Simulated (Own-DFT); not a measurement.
# One host, several defects: wurtzite GaN

Calculated, not measured: single-point runs of Own-DFT, a retired in-house plane-wave DFT program that no person has reviewed, on unrelaxed cells, without spin or spin-orbit coupling.

Settings: PBE; PseudoDojo norm-conserving scalar-relativistic files; cutoff 42 hartree; 4 x 4 x 3 k mesh centred on Gamma; Fermi-Dirac smearing of 0.1 eV.

Keep in mind (not all hold for every row): not probed for a lower state with spin; forces not confirmed at this smearing and k mesh; stress not checked against mesh or cutoff.

All runs share one cell, with vectors in Å (9.567, 0.000, 0.000); (-4.784, 8.285, 0.000); (0.000, 0.000, 10.370) and a volume of 822.0 Å³. The atoms are randomly displaced, by u rms on each axis. The defect's site can differ from row to row.

```
               cell  formula   u (Å)  P (GPa)
          no defect  Ga36N36  0.0208     5.94
          no defect  Ga36N36  0.0487     7.49
          no defect  Ga36N36  0.0519     7.47
one Ga on an N site  Ga37N35  0.0278    11.84
one Ga on an N site  Ga37N35  0.0309    12.15
one Ga on an N site  Ga37N35  0.0548    13.78
 one N on a Ga site  Ga35N37  0.0299     5.59
 one N on a Ga site  Ga35N37  0.0321     5.67
 one N on a Ga site  Ga35N37  0.0514     6.63
 one N on a Ga site  Ga35N37  0.0519        ?
```

## Fit

P = P0 + c u² + a shift for each defect gives P0 = 5.62 GPa, c = 734 ± 53 GPa/Å² and a scatter of 0.15 GPa. The shifts, and each times the cell's volume:

- one Ga on an N site: 5.81 ± 0.12 GPa, 29.8 eV
- one N on a Ga site: -0.78 ± 0.12 GPa, -4.0 eV

A positive shift means that the defect pushes the cell outwards. Shift times volume (160.2 GPa Å³ is 1 eV) depends little on the cell's size, so, taken for each site, it can be compared between cells at like pressure. The atoms around the defects weren't relaxed, which would change these numbers.

## Check

Question: what pressure belongs in the blank (one N on a Ga site, u = 0.0519 Å)?

From the fit: 6.82 ± 0.18 GPa. DFT gave 7.24 GPa.
